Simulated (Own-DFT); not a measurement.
# Response to strain: wurtzite AlN, 72 atoms (Al36N36)

Calculated results; nothing here was measured. The program, named Own-DFT, is a retired in-house plane-wave density functional code that no person has reviewed. Each row is one single-point run on a periodic cell that was not relaxed, without spin or spin-orbit coupling.

Settings of every run: PBE; PseudoDojo norm-conserving scalar-relativistic files; cutoff 42 hartree; 4 x 4 x 3 k mesh centred on Gamma; Gaussian smearing of 0.01 eV.

Known limits: k mesh not checked against a denser one; stress not checked against mesh or cutoff.

Unstrained cell vectors in Å: (9.336, 0.000, 0.000); (-4.668, 8.085, 0.000); (0.000, 0.000, 9.964). The unstrained cell has measured lattice constants (interpolated for alloys), not those of this functional. That, the random moves and any unrelaxed bonds set the pressure at no strain. Each run strains this cell uniformly, with the atoms carried along. Every atom was also moved at random, by a Gaussian of width 0.05 Å on each axis. Strain is the symmetric tensor, in per cent. Stress is positive in tension, and the pressure is minus a third of its trace.

| run | e_xx (%) | e_yy (%) | e_zz (%) | s_xx (GPa) | s_yy (GPa) | s_zz (GPa) | P (GPa) | E (meV/atom) |
|---|---|---|---|---|---|---|---|---|
| 1 | 0.00 | 0.00 | -2.00 | -5.47 | -8.53 | -14.47 | 9.49 | 24.7 |
| 2 | 0.00 | 0.00 | 1.50 | -4.54 | -5.77 | 2.27 | 2.68 | 13.0 |
| 3 | 0.00 | 0.00 | 2.50 | -4.20 | -4.26 | 5.39 | 1.02 | 13.3 |
| 4 | 0.00 | 0.00 | -1.25 | -7.22 | -6.35 | -11.75 | 8.44 | 29.8 |
| 5 | 0.00 | 0.00 | -1.50 | -6.99 | -8.70 | -11.33 | 9.01 | 35.8 |
| 6 | 0.00 | 0.00 | 0.25 | -5.15 | -4.46 | -4.92 | 4.84 | 0.0 |
| 7 | 0.00 | 0.00 | -0.50 | -5.60 | -5.60 | -8.82 | 6.67 | 17.7 |
| 8 | 0.00 | 0.00 | 0.75 | -4.85 | -6.91 | -1.48 | 4.41 | 19.1 |
| 9 | 0.00 | 0.00 | 2.25 | ? | ? | ? | ? | ? |

E is the free energy for each atom above the lowest run shown.

## Worked fit

The change of volume is close to e_xx + e_yy + e_zz. A straight line through the runs shown gives P = 5.76 - 197 x (fractional change of volume) GPa, with an error of 6 on the slope and a scatter of 0.27 GPa. The strain isn't the same on all axes and the cell isn't cubic, so the slope belongs to this path and is not the bulk modulus.

## Withheld run

Question: what pressure should run 9 give? Its volume changes by 2.25 %.

The line gives 1.3 GPa. The calculation gave 1.34 GPa.
